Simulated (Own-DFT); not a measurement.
# Computed records: TiSi2 (C49 TiSi2 crystal, strained, atoms displaced)

All values are calculated (Own-DFT development build). A calculation, not a measurement: plane-wave density functional theory by an unreviewed code, no spin, of a simulated periodic cell, stress positive in tension, run twice, with PBE and with PBEsol, both on files made for PBE, so the change isn't that of files made for PBEsol, forces on such cells moved up to 12 meV/angstrom on a denser k mesh; the far tail of each file's local potential was reset to the Coulomb form; each entry is a single point on an unrelaxed cell, so the pressure reflects the starting lattice, taken from the Materials Project, from which strain is counted, and rises with the displacements; printed positions are rounded, which can move forces by about a meV/angstrom; the program, named Own-DFT, is a retired in-house code; no spin-orbit coupling; stress was not checked against mesh or cutoff.

```xyz
60
Lattice="5.0529 -6.7658 3.4505 7.1053 0.1062 -7.2465 5.2783 6.9539 3.4724" Properties=species:S:1:pos:R:3:PBE_force_x:R:1:PBE_force_y:R:1:PBE_force_z:R:1:PBEsol_force_x:R:1:PBEsol_force_y:R:1:PBEsol_force_z:R:1 formula=TiSi2 functional=PBE,then_PBEsol potential_files=PseudoDojo_norm-conserving,scalar-relativistic,standard_set wave_cutoff=42 occupations=cold_(Marzari-Vanderbilt) smearing_width=0.2 k_mesh=4_x_4_x_4_centred_on_Gamma PBE_pressure=3.81 PBE_stress_xx=-6.99 PBE_stress_yy=0.36 PBE_stress_zz=-4.81 PBE_stress_yz=0.41 PBE_stress_xz=-5.77 PBE_stress_xy=4.06 PBEsol_pressure=0.49 PBEsol_stress_xx=-3.58 PBEsol_stress_yy=3.95 PBEsol_stress_zz=-1.83 PBEsol_stress_yz=0.43 PBEsol_stress_xz=-5.8 PBEsol_stress_xy=4.06 rms_change_of_force_components_from_PBE_to_PBEsol=0.02
Ti    12.1610    -5.1726    -2.9376      0.007     -0.702      0.231      0.012     -0.707      0.233
Ti    13.9980    -1.2211    -1.0811     -0.747      0.643     -0.578     -0.749      0.642     -0.575
Si    12.1959    -0.5773    -2.8488      0.167     -0.498     -0.485      0.159     -0.552     -0.502
Si     8.7787     0.9003    -4.7193      0.342      0.229        1.3      0.341      0.279      1.303
Si     6.8189    -3.2939     4.3837      0.544      0.025     -0.934      0.552      0.023     -0.951
Si    12.2047    -3.1611    -1.2101     -0.412     -0.386      0.909     -0.422     -0.379       0.92
Ti     8.5550    -5.3510     0.7521      0.513      0.795      -0.29      0.508      0.778     -0.288
Ti    10.3885    -1.2637     2.5670     -0.074     -0.011     -1.069     -0.071      0.002     -1.064
Si     8.7127    -0.6353     0.7541     -0.462       0.15     -0.252     -0.461      0.113     -0.264
Si     5.3078     0.8685    -0.9850     -0.723      0.413      -0.56     -0.706      0.458     -0.567
Si    10.4414    -3.3098     0.6941     -0.347      0.296     -0.127     -0.337      0.291      -0.14
Si     8.6048    -3.3037     2.4055      0.677      0.013      1.464      0.683      0.009      1.491
Ti    13.9554     1.6416     0.6547     -0.941      0.435     -0.571     -0.922      0.414     -0.563
Ti    10.3508    -1.2713    -1.0798      1.625      -0.09      0.531      1.608      -0.08      0.515
Si     8.7820    -0.6222    -2.7970     -0.575     -0.263     -1.446     -0.576     -0.316     -1.447
Si    10.3090    -5.8202    -1.1231      0.945     -0.028      0.934      0.935      0.022      0.926
Si    10.4332    -3.2923    -2.8813     -0.201      0.492     -0.018     -0.189      0.484     -0.023
Si     8.6922    -3.2958    -1.0494     -0.335      0.049     -0.169     -0.339      0.051     -0.169
Ti     6.8756     1.5477     4.2827      1.171     -0.223      1.208      1.158     -0.225      1.203
Ti    10.4742    -1.2222    -4.6228       0.72     -0.753      -0.26      0.703     -0.732     -0.261
Si     1.7456    -0.7812     0.8234     -0.123     -0.547      0.375     -0.121      -0.61      0.371
Si    15.7127     1.0737    -1.1221     -0.077     -0.419     -0.895     -0.075     -0.366     -0.893
Si     8.6765     3.5597     4.3310     -0.084      0.152     -0.769     -0.087      0.149     -0.796
Si    14.0367     3.5897    -1.1943      -0.27      0.513      0.533     -0.285      0.503      0.545
Ti    10.3704     1.4770     4.2267      0.555      1.383      0.842      0.552      1.359      0.838
Ti     6.8379    -1.2799     2.5464      0.621     -0.196      0.294      0.621     -0.189      0.282
Si     5.2049    -0.6522     0.7743     -0.557     -0.104      0.522     -0.553     -0.144      0.538
Si     6.8325    -5.9947     2.5496     -0.427      0.344     -0.701     -0.419      0.396     -0.705
Si     6.9299    -3.1891     0.8426     -0.645      -0.57     -1.461     -0.642     -0.552     -1.474
Si     5.1522    -3.4421     2.4681     -0.135      0.654      0.808     -0.137      0.638       0.84
Ti    10.4168     1.6124     0.7366       0.41     -0.025     -0.747      0.412     -0.027     -0.728
Ti     6.9469    -1.1691    -1.1009      0.992     -1.857      1.365      0.983     -1.822      1.354
Si     5.3475    -0.6903    -2.8104     -1.261      0.217     -0.322     -1.247      0.167     -0.319
Si    12.1270     1.0490     2.4313      0.386     -0.291      0.226      0.382     -0.242      0.231
Si    12.1413     3.6725     0.7086      1.282     -0.067     -0.444      1.309     -0.065     -0.459
Si     5.2713    -3.3200    -1.0387     -0.863      -0.03      0.876     -0.886     -0.031      0.888
Ti    10.5538     1.6228    -2.9325     -0.505     -0.554      0.754     -0.495     -0.555      0.753
Ti     7.0230    -1.2673    -4.6186      0.852     -0.686      0.594       0.84     -0.667       0.59
Si    10.6267     6.2510    -2.7818     -0.175     -0.086     -0.933     -0.179     -0.147     -0.926
Si    12.1982     0.9845    -1.1375      0.195      0.135      0.919      0.195      0.199      0.923
Si    12.2648     3.6261    -2.8449        0.5      0.167     -0.018      0.511      0.166     -0.029
Si    10.5532     3.6151    -1.0800     -0.412     -0.063      0.067     -0.432     -0.061      0.073
Ti     6.9822     1.4457     0.7349       0.35      1.018      0.485      0.346      1.001      0.486
Ti     3.4353    -1.3893    -1.0185      1.256     -0.106      1.023      1.232     -0.083      1.014
Si     7.1187     6.1616     0.7613     -0.791      0.207     -0.303     -0.785       0.16     -0.304
Si     8.7221     0.9681     2.5372     -0.813     -0.201     -0.472     -0.799     -0.148     -0.466
Si     8.7014     3.5916     0.8169      0.299     -0.267     -0.591      0.315     -0.263     -0.595
Si     6.9014     3.5107     2.5111      1.165     -0.166      0.956      1.163     -0.161      0.987
Ti     7.1088     1.4948    -2.7927     -1.228      0.853     -1.088     -1.215      0.822     -1.071
Ti     8.8260     5.6006    -1.0720      0.456     -0.447      0.689      0.448     -0.427      0.683
Si    12.2153    -0.6140     0.7072     -0.964      0.195      -0.74     -0.946      0.142     -0.734
Si     8.7554     0.9887    -1.1593       0.61      0.053      1.927      0.599      0.098      1.931
Si     8.8506     3.4662    -2.8102     -0.561      0.886     -0.113     -0.558       0.87     -0.122
Si     7.0417     3.6376    -1.0106      0.519     -0.895     -0.067      0.521     -0.874     -0.066
Ti     3.4467     1.4296     0.7908      0.954      0.776       0.58      0.942      0.742      0.577
Ti     5.3430     5.4860     2.6380     -1.174        0.4     -0.881     -1.165      0.403     -0.879
Si     8.6205    -0.6788     4.2879     -0.156        0.1      0.598      -0.15      0.054      0.594
Si     5.2084     1.0252     2.6832     -0.505      -0.88     -2.185     -0.499      -0.84     -2.173
Si     5.3625     3.4582     0.8071     -1.515      0.219     -0.637      -1.53       0.22     -0.654
Si    10.6215     3.6413    -4.5699     -0.049     -0.399     -0.885     -0.052      -0.39     -0.883
```

Units: wave_cutoff in hartree; smearing_width in eV; PBE_pressure, PBE_stress_xx, PBE_stress_yy, PBE_stress_zz, PBE_stress_yz, PBE_stress_xz, PBE_stress_xy, PBEsol_pressure, PBEsol_stress_xx, PBEsol_stress_yy, PBEsol_stress_zz, PBEsol_stress_yz, PBEsol_stress_xz, PBEsol_stress_xy in GPa; rms_change_of_force_components_from_PBE_to_PBEsol, PBE_force_x, PBE_force_y, PBE_force_z, PBEsol_force_x, PBEsol_force_y, PBEsol_force_z in eV/Å.
